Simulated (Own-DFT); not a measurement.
GaP (zincblende, strained, atoms displaced) (calculated)

A calculation, not a measurement: plane-wave PBE density functional theory by an unreviewed code, no spin, of a simulated periodic cell, stress positive in tension, free energy of the whole cell less one offset for each atom, forces on such cells passed a denser k mesh, this cell's mesh not checked; offsets are fitted by least squares, one for each functional and potential file, so energies compare only between cells with the same atoms and settings and are not formation energies; the far tail of each file's local potential was reset to the Coulomb form; each entry is a single point on an unrelaxed cell, so the pressure reflects the starting lattice, mostly measured values (interpolated for alloys), from which strain is counted, and rises with the displacements; printed positions are rounded, which can move forces by about a meV/angstrom; the program, named Own-DFT, is a retired in-house code; no spin-orbit coupling. Program: Own-DFT development build.

Common to all runs: functional PBE; potential files PseudoDojo norm-conserving, scalar-relativistic, standard set; wave cutoff 42 hartree; occupations Fermi-Dirac; smearing width 0.1 eV; k mesh 3 x 3 x 3 centred on Gamma.

(1) GaP (zincblende, strained, atoms displaced)

```xyz
64
Lattice="10.8620 0.0000 0.0000 0.0000 10.8620 0.0000 0.0000 0.0000 10.9439" Properties=species:S:1:pos:R:3 GaP
Ga    10.7607     0.0865     0.0410
Ga    10.8469     2.7158     2.6836
Ga     2.7329     0.0273     2.7106
Ga     2.8157     2.6110     0.0189
P      1.4655     1.2961     1.4308
P      1.3248     4.0573     4.0327
P      3.9833     1.3091     4.1512
P      4.1312     4.0739     1.3810
Ga    10.8073    10.8274     5.4847
Ga    10.8576     2.8057     8.1842
Ga     2.6962     0.0465     8.2006
Ga     2.6983     2.7068     5.3341
P      1.4001     1.3783     6.8860
P      1.3497     3.9980     9.5769
P      4.0813     1.3532     9.6623
P      4.1441     4.2033     6.8776
Ga     0.1141     5.4554     0.0476
Ga     0.1297     8.1341     2.8060
Ga     2.8992     5.3600     2.8149
Ga     2.8045     8.4111    10.8781
P      1.1596     6.8472     1.3760
P      1.3236     9.6678     4.0568
P      3.9941     6.7173     3.9658
P      3.9662     9.5092     1.3595
Ga     0.0700     5.3261     5.3513
Ga     0.1607     8.0083     8.3062
Ga     2.7355     5.3363     8.1806
Ga     2.7852     8.1716     5.3794
P      1.4806     6.7985     6.9217
P      1.2306     9.5702     9.4544
P      4.0438     6.7677     9.6300
P      3.9783     9.5566     6.9188
Ga     5.4664     0.0113     0.1338
Ga     5.2616     2.7023     2.7468
Ga     8.1120     0.0310     2.8652
Ga     8.0871     2.6998    10.9379
P      6.7611     1.1728     1.3448
P      6.8455     4.0010     4.0773
P      9.5592     1.3850     4.0415
P      9.5616     4.1733     1.3568
Ga     5.5963    10.8474     5.4934
Ga     5.2989     2.7615     8.2917
Ga     8.2128     0.0125     8.3037
Ga     8.0511     2.8390     5.4079
P      6.6781     1.3074     6.7811
P      6.7981     4.0558     9.5134
P      9.4661     1.3796     9.5484
P      9.6310     4.0322     6.8578
Ga     5.4067     5.3981    10.9001
Ga     5.4152     8.1629     2.6939
Ga     8.1769     5.4412     2.8554
Ga     8.0145     8.1269    10.8291
P      6.9143     6.7822     1.3220
P      6.7601     9.5221     4.0121
P      9.6444     6.6609     4.0954
P      9.4486     9.5367     1.4032
Ga     5.3946     5.3525     5.5298
Ga     5.4610     8.1585     8.2116
Ga     8.1001     5.4853     8.1385
Ga     8.1099     8.2049     5.3969
P      6.8893     6.8716     6.6987
P      6.8202     9.5157     9.6648
P      9.4376     6.6908     9.6526
P      9.4904     9.5831     6.8809
```

| Item | Value |
| --- | --- |
| hardware | one NVIDIA H100 |
| free energy of cell above offsets | -29.176 eV |
| pressure | 4.46 GPa |
| stress xx | -4.2 GPa |
| stress yy | -4.85 GPa |
| stress zz | -4.33 GPa |
| stress yz | -0.47 GPa |
| stress xz | -0.63 GPa |
| stress xy | -0.26 GPa |
| wall time | 528 s |

Force:
```
element  x (eV/Å)  y (eV/Å)  z (eV/Å)
     Ga     0.469    -0.617     0.165
     Ga     0.207    -0.063    -0.652
     Ga     0.192    -0.447     0.637
     Ga     -1.27     1.104     0.667
      P    -1.449     1.193    -1.287
      P     1.276    -0.439    -0.494
      P     1.589    -0.394    -0.245
      P    -0.554    -0.005    -0.829
     Ga     0.255     1.023     0.346
     Ga     0.492    -1.727     0.656
     Ga    -0.205      0.18     0.648
     Ga    -0.461     0.559     1.651
      P    -0.574     0.582    -0.937
      P     0.861     0.461     0.715
      P     0.567    -1.109    -0.831
      P    -1.203    -2.345    -0.241
     Ga     -0.94    -0.659    -1.044
     Ga    -1.725     1.015     0.049
     Ga    -3.228    -1.024    -2.249
     Ga    -2.401    -2.235    -1.286
      P     3.794     0.043    -0.323
      P     0.641    -1.471     0.684
      P     2.503     2.076     2.521
      P     1.969     0.854     1.287
     Ga     0.156      0.72     2.192
     Ga    -2.112    -0.189    -0.557
     Ga    -0.482     0.845     1.127
     Ga     -0.78     0.333     0.489
      P    -0.374    -0.584    -1.824
      P     1.069     0.878     1.706
      P     0.017     0.479    -0.463
      P     1.664    -0.667    -1.175
     Ga    -1.452    -1.437    -1.725
     Ga     1.515    -1.075     0.216
     Ga     0.982     0.028    -1.316
     Ga     0.417     0.135     0.508
      P     1.076     3.033     1.855
      P    -2.308     1.377    -1.039
      P    -0.772     0.271     1.121
      P    -0.934    -1.222     0.024
     Ga    -2.442    -1.128     -0.66
     Ga     0.837    -0.565    -0.759
     Ga    -1.213    -0.145    -0.965
     Ga     1.991     -2.14     1.835
      P      1.83     2.007     2.025
      P    -0.264     0.212     0.171
      P     0.671     1.133     0.481
      P    -2.006      1.24    -1.289
     Ga     0.885     0.433     0.344
     Ga     0.077    -0.775    -0.742
     Ga     0.121    -0.043    -1.185
     Ga     2.183    -0.135     1.305
      P    -1.515    -0.559     0.932
      P    -0.362    -0.664     0.719
      P    -1.017     2.002     0.448
      P     0.005    -0.648     0.087
     Ga      1.49     1.541    -1.621
     Ga    -0.191    -0.092     -0.02
     Ga     0.832    -0.425     -0.09
     Ga     1.717     0.255    -0.341
      P     -1.63    -0.788      0.96
      P    -1.399     0.871    -1.503
      P     0.731      0.52    -0.785
      P     0.179    -1.588    -0.094
```

(2) GaP (zincblende, strained, atoms displaced)

```xyz
64
Lattice="10.8620 0.0000 0.0000 0.0000 10.8620 0.0000 0.0000 0.0000 10.9439" Properties=species:S:1:pos:R:3 GaP
Ga     0.0230     0.0528    10.9104
Ga     0.0050     2.7349     2.6542
Ga     2.7326    10.8548     2.7821
Ga     2.7280     2.7534    10.8739
P      1.3621     1.3778     1.3409
P      1.3684     4.1119     4.1019
P      4.0640     1.3758     4.1156
P      4.0659     4.0560     1.3786
Ga     0.0055     0.0267     5.4764
Ga    10.8515     2.7183     8.2400
Ga     2.7117     0.0138     8.1699
Ga     2.6975     2.7415     5.4099
P      1.3294     1.3580     6.8349
P      1.3806     4.0661     9.5936
P      4.0366     1.3442     9.6286
P      4.0532     4.0898     6.8004
Ga    10.8532     5.3890     0.0864
Ga     0.0108     8.1779     2.7285
Ga     2.7093     5.4388     2.7591
Ga     2.7626     8.0949    10.9388
P      1.3624     6.8155     1.3544
P      1.4172     9.5053     4.1030
P      4.0253     6.8035     4.0852
P      4.0631     9.5690     1.2989
Ga     0.0064     5.4425     5.4298
Ga     0.0289     8.1791     8.2671
Ga     2.7318     5.4355     8.1997
Ga     2.7213     8.1350     5.4713
P      1.3252     6.7754     6.8735
P      1.3813     9.4532     9.5960
P      4.0544     6.8240     9.5832
P      4.0746     9.4921     6.8086
Ga     5.4348     0.0045    10.9263
Ga     5.4271     2.7414     2.7174
Ga     8.1490    10.8517     2.7213
Ga     8.1707     2.7203     0.0352
P      6.7770     1.3932     1.4107
P      6.8021     4.0658     4.1260
P      9.4569     1.3969     4.1586
P      9.5201     4.0724     1.3464
Ga     5.4251     0.0659     5.4854
Ga     5.4799     2.7067     8.1974
Ga     8.1435    10.8409     8.1573
Ga     8.1575     2.7419     5.4565
P      6.7913     1.3865     6.8334
P      6.7659     4.0630     9.5832
P      9.4564     1.2955     9.6083
P      9.4894     4.1150     6.8420
Ga     5.4094     5.4279     0.0255
Ga     5.4420     8.1699     2.7562
Ga     8.0781     5.3914     2.7161
Ga     8.1714     8.0563    10.9230
P      6.7277     6.7624     1.3561
P      6.7514     9.4773     4.0788
P      9.4587     6.7467     4.0834
P      9.5140     9.5082     1.3452
Ga     5.4371     5.4656     5.4979
Ga     5.3876     8.1145     8.2293
Ga     8.1704     5.4250     8.2437
Ga     8.1668     8.2113     5.4759
P      6.7563     6.7883     6.8568
P      6.8292     9.4921     9.6311
P      9.5415     6.8351     9.5927
P      9.4728     9.4840     6.8856
```

| Item | Value |
| --- | --- |
| hardware | one NVIDIA H100 |
| free energy of cell above offsets | -35.056 eV |
| pressure | 3.13 GPa |
| stress xx | -3.35 GPa |
| stress yy | -3.31 GPa |
| stress zz | -2.72 GPa |
| stress yz | -0.46 GPa |
| stress xz | -0.05 GPa |
| stress xy | 0.21 GPa |
| wall time | 495.4 s |

Force:
```
element  x (eV/Å)  y (eV/Å)  z (eV/Å)
     Ga     0.082    -0.759     0.268
     Ga     0.026     -0.27     0.944
     Ga    -0.012     0.307    -0.718
     Ga    -0.038    -0.284     0.887
      P     0.423    -0.088     0.191
      P    -0.466    -0.439     -0.42
      P     0.178      0.14    -0.285
      P    -0.283     0.305    -0.116
     Ga    -0.256    -0.432    -0.095
     Ga    -0.301    -0.107    -0.058
     Ga    -0.021    -0.328      0.29
     Ga    -0.089    -0.185     0.605
      P     0.292     0.449     0.033
      P    -0.497     0.521    -0.315
      P     0.599     0.084    -1.073
      P     0.276    -0.351     0.351
     Ga     0.478     0.708    -0.959
     Ga    -0.203    -0.177     0.193
     Ga    -0.022     0.085    -0.524
     Ga    -0.443     0.642     0.338
      P     0.062    -0.331     0.346
      P    -0.839    -0.019     0.273
      P     0.723    -0.082     0.161
      P     0.069    -0.697     0.871
     Ga     -0.24     0.103     0.404
     Ga    -0.173    -0.197     -0.51
     Ga    -0.148    -0.027     0.077
     Ga    -0.271    -0.138     0.324
      P     0.138     0.281    -0.327
      P     0.253      0.86      0.03
      P     0.272    -0.989    -0.111
      P     0.151     0.261     0.307
     Ga     0.432     0.271     0.111
     Ga    -0.009    -0.088     0.489
     Ga    -0.023     0.037     0.212
     Ga    -0.448    -0.206    -0.335
      P      0.13    -0.354    -0.432
      P    -0.599     0.129    -0.088
      P     0.742    -0.432    -0.974
      P    -0.695     0.034     0.515
     Ga     0.045    -0.603    -0.164
     Ga    -0.955     0.067     0.191
     Ga     -0.45     0.126     0.599
     Ga    -0.146     0.199     0.589
      P     0.304    -0.198    -0.077
      P     0.393     0.165     0.258
      P     0.149     0.713     -0.59
      P     0.367    -0.367     0.017
     Ga    -0.244    -0.174    -0.418
     Ga    -0.777    -0.159    -0.653
     Ga     0.309     0.212    -0.077
     Ga    -0.327     0.664     0.674
      P     0.516     0.299     0.215
      P     0.468     0.826     0.546
      P      0.23     0.606     -0.11
      P    -0.024     0.017    -0.055
     Ga    -0.209    -0.085    -0.456
     Ga     0.564     0.677    -0.084
     Ga    -0.295     0.368    -0.024
     Ga    -0.446    -0.798    -0.124
      P     0.624      0.27     0.114
      P      -0.4    -0.091    -0.676
      P     0.158    -1.156    -0.086
      P     0.899     0.184    -0.486
```

(3) GaP (zincblende, strained, atoms displaced)

```xyz
64
Lattice="10.8620 0.0000 0.0000 0.0000 10.8620 0.0000 0.0000 0.0000 10.9439" Properties=species:S:1:pos:R:3 GaP
Ga    10.8539    10.8302    10.9274
Ga    10.8363     2.7783     2.7683
Ga     2.6941     0.0039     2.7425
Ga     2.7440     2.7073     0.0291
P      1.4389     1.3987     1.3333
P      1.3707     4.1223     4.0722
P      4.0025     1.3643     4.1045
P      4.0586     4.0873     1.3469
Ga     0.0062     0.0199     5.4994
Ga    10.8236     2.7561     8.2333
Ga     2.6931    10.8579     8.2004
Ga     2.7055     2.7129     5.4424
P      1.3491     1.3194     6.8956
P      1.3659     4.1162     9.5472
P      4.0702     1.3676     9.6032
P      4.1559     4.1081     6.8928
Ga    10.8560     5.4080    10.9383
Ga     0.0043     8.1616     2.7185
Ga     2.7331     5.4697     2.7774
Ga     2.7051     8.1495     0.0015
P      1.3685     6.7339     1.3659
P      1.4165     9.5024     4.0840
P      4.0974     6.8024     4.1282
P      4.0544     9.5011     1.3348
Ga    10.8203     5.4389     5.4460
Ga     0.0036     8.1133     8.2200
Ga     2.7622     5.4627     8.1833
Ga     2.7405     8.1774     5.5048
P      1.3329     6.7755     6.8046
P      1.3719     9.5105     9.6016
P      4.0827     6.8292     9.5972
P      4.0449     9.4975     6.8580
Ga     5.4469    10.8609    10.9086
Ga     5.4352     2.6821     2.6951
Ga     8.1529    10.8586     2.7201
Ga     8.1438     2.7097    10.9412
P      6.7521     1.3950     1.3575
P      6.7885     4.0678     4.1189
P      9.4780     1.3484     4.0735
P      9.4806     4.0353     1.3979
Ga     5.4555     0.0229     5.4974
Ga     5.4255     2.6561     8.2420
Ga     8.1514    10.8423     8.1895
Ga     8.1488     2.7602     5.4800
P      6.7442     1.3502     6.8089
P      6.7933     4.0768     9.5525
P      9.5437     1.3109     9.5496
P      9.4512     4.1085     6.7961
Ga     5.4836     5.4654    10.9019
Ga     5.4223     8.1932     2.6673
Ga     8.1394     5.4267     2.7094
Ga     8.1054     8.1667    10.9032
P      6.7434     6.8082     1.3541
P      6.7598     9.4815     4.1269
P      9.4823     6.7706     4.0778
P      9.5676     9.4740     1.3713
Ga     5.4523     5.4445     5.4791
Ga     5.4938     8.0840     8.2380
Ga     8.2072     5.3857     8.2051
Ga     8.1285     8.1126     5.4192
P      6.7868     6.8008     6.8560
P      6.7491     9.5018     9.5964
P      9.4877     6.8307     9.6881
P      9.5431     9.5234     6.8296
```

| Property | Result |
| --- | --- |
| free energy of cell above offsets | -35.000 eV |
| pressure | 3.13 GPa |
| stress xx | -3.3 GPa |
| stress yy | -3.33 GPa |
| stress zz | -2.77 GPa |
| stress yz | -0.23 GPa |
| stress xz | 0.06 GPa |
| stress xy | 0.18 GPa |

Force:
```
element  x (eV/Å)  y (eV/Å)  z (eV/Å)
     Ga     0.552     0.438     0.394
     Ga     0.551    -0.755    -0.251
     Ga     0.268     0.042    -0.428
     Ga    -0.079     0.643    -0.622
      P    -1.434    -0.466     0.566
      P     -0.27    -0.299     0.612
      P     1.026    -0.206    -0.115
      P      0.53     0.367     0.218
     Ga     0.189    -0.084    -0.606
     Ga     0.308     -0.05     -0.39
     Ga     0.386    -0.115     0.454
     Ga    -0.105     0.422     0.832
      P    -0.139     1.034    -0.517
      P     0.167    -0.347     0.162
      P    -0.192    -0.349     -0.32
      P    -0.664     -0.59    -0.558
     Ga    -0.018    -0.124     0.342
     Ga     0.521    -0.516     0.363
     Ga     0.324    -0.092    -0.384
     Ga    -0.137    -0.185     0.155
      P    -0.116     0.506     0.053
      P    -0.809     -0.05     0.367
      P     0.061     0.276    -0.155
      P     0.032     0.483     0.134
     Ga     0.348    -0.024    -0.085
     Ga    -0.001      0.22     0.142
     Ga    -0.216     0.082     0.086
     Ga    -0.226    -0.376    -0.329
      P     0.191     0.081     0.218
      P    -0.133    -0.298    -0.401
      P    -0.087    -0.338    -0.182
      P     0.851     0.102     0.348
     Ga    -0.412     0.174     0.513
     Ga    -0.633     0.585     0.631
     Ga    -0.294    -0.257    -0.132
     Ga     0.123    -0.145    -0.275
      P     0.598    -0.846    -0.223
      P    -0.196     0.072     -0.45
      P     0.359     0.285     0.564
      P     0.081     0.434    -0.584
     Ga    -0.936    -0.411    -0.483
     Ga      0.11     0.372     -0.14
     Ga    -0.223     0.038    -0.079
     Ga    -0.317    -0.715    -0.332
      P     0.877     0.339     0.568
      P     0.242    -0.264     0.049
      P    -0.695      0.45     0.308
      P      0.93    -0.467      0.31
     Ga    -0.637    -0.397     0.206
     Ga    -0.216    -0.249     0.616
     Ga     -0.36     0.024     0.056
     Ga     0.016     0.205     0.928
      P     0.689    -0.031     0.091
      P      0.16     0.402    -0.529
      P     0.161     0.272    -0.214
      P    -1.027      0.38    -0.275
     Ga      0.01     -0.03    -0.034
     Ga     -0.78     0.645    -0.243
     Ga    -0.523     0.947     0.469
     Ga     0.257     0.311     0.605
      P     0.684    -0.402    -0.126
      P     0.574      0.22    -0.586
      P     0.227    -0.657    -1.253
      P    -0.529    -0.713     -0.06
```

(4) GaP (zincblende, strained, atoms displaced)

```xyz
64
Lattice="10.8620 0.0000 0.0000 0.0000 10.8620 0.0000 0.0000 0.0000 10.9439" Properties=species:S:1:pos:R:3 GaP
Ga     0.0355    10.8598     0.0337
Ga    10.8116     2.7431     2.6553
Ga     2.7273     0.0004     2.7148
Ga     2.7660     2.7021     0.0159
P      1.3525     1.3376     1.4138
P      1.3555     4.0548     4.0770
P      4.0621     1.3393     4.1128
P      4.0771     4.1559     1.3195
Ga    10.7993    10.8537     5.4845
Ga    10.8522     2.7227     8.2043
Ga     2.7091     0.0140     8.1878
Ga     2.7009     2.7196     5.4392
P      1.3695     1.3584     6.9049
P      1.3608     4.0657     9.5830
P      4.0271     1.3483     9.5826
P      4.0653     4.1242     6.8515
Ga     0.0247     5.3956     0.0129
Ga     0.0464     8.1700     2.6934
Ga     2.7376     5.4657     2.7069
Ga     2.6562     8.1826    10.9406
P      1.3647     6.7573     1.3510
P      1.3748     9.4953     4.0255
P      4.0386     6.7880     4.0942
P      4.0601     9.5137     1.3479
Ga    10.8325     5.4183     5.4773
Ga    10.8606     8.1484     8.2091
Ga     2.7165     5.4087     8.2233
Ga     2.7491     8.1281     5.4836
P      1.3862     6.8580     6.8522
P      1.4027     9.4790     9.5483
P      4.0734     6.7710     9.6174
P      4.0873     9.4757     6.8550
Ga     5.4154     0.0023     0.0066
Ga     5.4597     2.7219     2.7565
Ga     8.1838    10.7890     2.7359
Ga     8.1417     2.7422    10.9111
P      6.8167     1.3403     1.3912
P      6.8200     4.1070     4.1458
P      9.4965     1.3746     4.1422
P      9.5090     3.9928     1.3911
Ga     5.3789     0.0088     5.4456
Ga     5.4732     2.6786     8.1825
Ga     8.1948     0.0191     8.2102
Ga     8.1404     2.7332     5.4723
P      6.7557     1.3358     6.8130
P      6.7595     4.1027     9.5860
P      9.5194     1.3291     9.5571
P      9.5427     4.0969     6.8222
Ga     5.4530     5.4386     0.0061
Ga     5.4273     8.1578     2.7118
Ga     8.1667     5.4504     2.7387
Ga     8.1273     8.1608    10.9173
P      6.8028     6.8129     1.3718
P      6.8274     9.5044     4.0973
P      9.5182     6.8449     4.1238
P      9.5209     9.4985     1.3465
Ga     5.4039     5.4050     5.4383
Ga     5.4277     8.1360     8.2008
Ga     8.1311     5.4524     8.1475
Ga     8.1316     8.1306     5.4685
P      6.7948     6.7161     6.7997
P      6.7776     9.4594     9.5426
P      9.5139     6.7837     9.6383
P      9.4625     9.4944     6.8191
```

| Item | Value |
| --- | --- |
| hardware | one NVIDIA H100 |
| free energy of cell above offsets | -35.137 eV |
| pressure | 3.11 GPa |
| stress xx | -3.31 GPa |
| stress yy | -3.27 GPa |
| stress zz | -2.75 GPa |
| stress yz | 0.12 GPa |
| stress xz | -0.16 GPa |
| stress xy | 0.4 GPa |
| wall time | 501.2 s |

Force:
```
element  x (eV/Å)  y (eV/Å)  z (eV/Å)
     Ga     0.065    -0.142    -0.516
     Ga     0.819    -0.906     1.401
     Ga     0.087     -0.05     0.188
     Ga    -0.615     0.191     0.151
      P     0.227       0.5    -0.489
      P      -0.2     0.346    -0.237
      P    -0.064     0.426    -0.385
      P     0.228    -0.982     0.727
     Ga     0.863     0.009    -0.131
     Ga     0.098     0.051     0.183
     Ga     0.266    -0.379     0.201
     Ga     0.051     0.006     0.539
      P    -0.348     0.025    -1.029
      P     0.048    -0.291      0.03
      P     0.764     0.009     -0.26
      P     0.084    -0.875    -0.215
     Ga    -0.285    -0.102     0.066
     Ga    -0.335    -0.436     0.057
     Ga    -0.332    -0.382     0.274
     Ga     0.654    -0.585      0.11
      P    -0.159     0.338     0.036
      P     0.027     0.246      1.12
      P     0.631     0.115    -0.068
      P     0.019    -0.156     0.068
     Ga     0.805     0.598    -0.291
     Ga    -0.251     0.022     0.127
     Ga    -0.141     0.556     0.081
     Ga    -0.363     0.474    -0.339
      P    -0.353    -0.971    -0.056
      P    -0.738     0.615     0.023
      P     -0.12     0.349    -0.282
      P    -0.086     0.406    -0.247
     Ga     0.287     0.016    -0.216
     Ga    -0.174     0.226    -0.181
     Ga     0.074     0.728     0.115
     Ga    -0.132    -0.483     0.012
      P    -0.048     0.025    -0.235
      P    -0.215    -0.224    -0.611
      P    -0.017    -0.044    -0.657
      P    -0.702     1.417    -0.844
     Ga     0.459    -0.503     0.138
     Ga    -0.634     0.378     0.313
     Ga    -0.728    -0.325    -0.176
     Ga     0.046    -0.135     0.302
      P     0.559    -0.014     0.064
      P     0.449    -0.263    -0.491
      P     0.112     0.441      0.46
      P    -0.558    -0.442     0.375
     Ga     0.089     0.447    -0.055
     Ga    -0.039     0.032     0.307
     Ga     0.143     0.057     0.096
     Ga     0.152    -0.041      0.21
      P     0.023    -0.245    -0.041
      P    -0.733    -0.115     0.141
      P     0.237    -0.377    -0.474
      P    -0.029    -0.165    -0.137
     Ga     -0.11     0.249     0.079
     Ga     0.053    -0.664    -0.014
     Ga      0.48    -0.275     0.831
     Ga    -0.176    -0.042     0.101
      P    -0.512     0.889    -0.024
      P     0.117     0.792     0.128
      P    -0.095    -0.175    -0.703
      P     0.275    -0.188     0.352
```
